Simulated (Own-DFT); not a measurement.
# Which arrangement is lower? As32Ga32, 64 atoms

These are calculations, not measurements. They come from Own-DFT, an in-house plane-wave density functional program, since retired, whose code no person has reviewed. Each row is one single-point run on a periodic cell that was not relaxed, without spin or spin-orbit coupling.

Settings of every run: PBE; PseudoDojo norm-conserving scalar-relativistic files; cutoff 42 hartree; 3 x 3 x 3 k mesh centred on Gamma; Fermi-Dirac smearing of 0.1 eV.

Known limits, some of them of some rows only: not probed for a lower state with spin; forces on such cells failed a check on a denser k mesh; forces not confirmed at this smearing and k mesh; stress not checked against mesh or cutoff.

All cells hold the same atoms in the same cell, with vectors in Å (11.307, 0.000, 0.000); (0.000, 11.307, 0.000); (0.000, 0.000, 11.307). Every atom was moved at random from its ideal site; u is the rms move along one axis. The defect's site can differ from row to row. E is the free energy of the cell above the lowest run. The arrangements:

- A: zincblende GaAs
- B: zincblende GaAs, with one As on a Ga site and one Ga on an As site, 2.4 Å apart

| arrangement | u (Å) | E (eV) | P (GPa) |
|---|---|---|---|
| A | 0.0197 | 0.000 | 3.51 |
| A | 0.0203 | 0.023 | 3.51 |
| A | 0.0213 | 0.126 | 3.53 |
| A | 0.0479 | 1.935 | 3.89 |
| A | 0.0482 | 2.065 | 3.93 |
| A | 0.0514 | 2.162 | 3.95 |
| B | 0.0267 | 3.101 | 3.91 |
| B | 0.0296 | 2.901 | 3.87 |
| B | 0.0326 | 3.200 | 3.96 |
| B | 0.0468 | 4.468 | 4.24 |
| B | 0.0503 | 4.689 | 4.24 |
| B | 0.0505 | 4.471 | 4.20 |

Question: once the cost of the random moves is taken out, how do the arrangements rank?

## Worked answer

Fit E = a + b u², with one b for all and one a for each arrangement, and with residuals divided by u², since the noise grows with the moves. Then b = 963 eV/Å², the scatter at u = 0.04 Å is 0.20 eV, and against A:

- B: 2.60 ± 0.07 eV (higher)

These are energies of unrelaxed cells. Relaxing the atoms lowers the strained arrangements most, so the gaps would shrink and small ones could change sign.
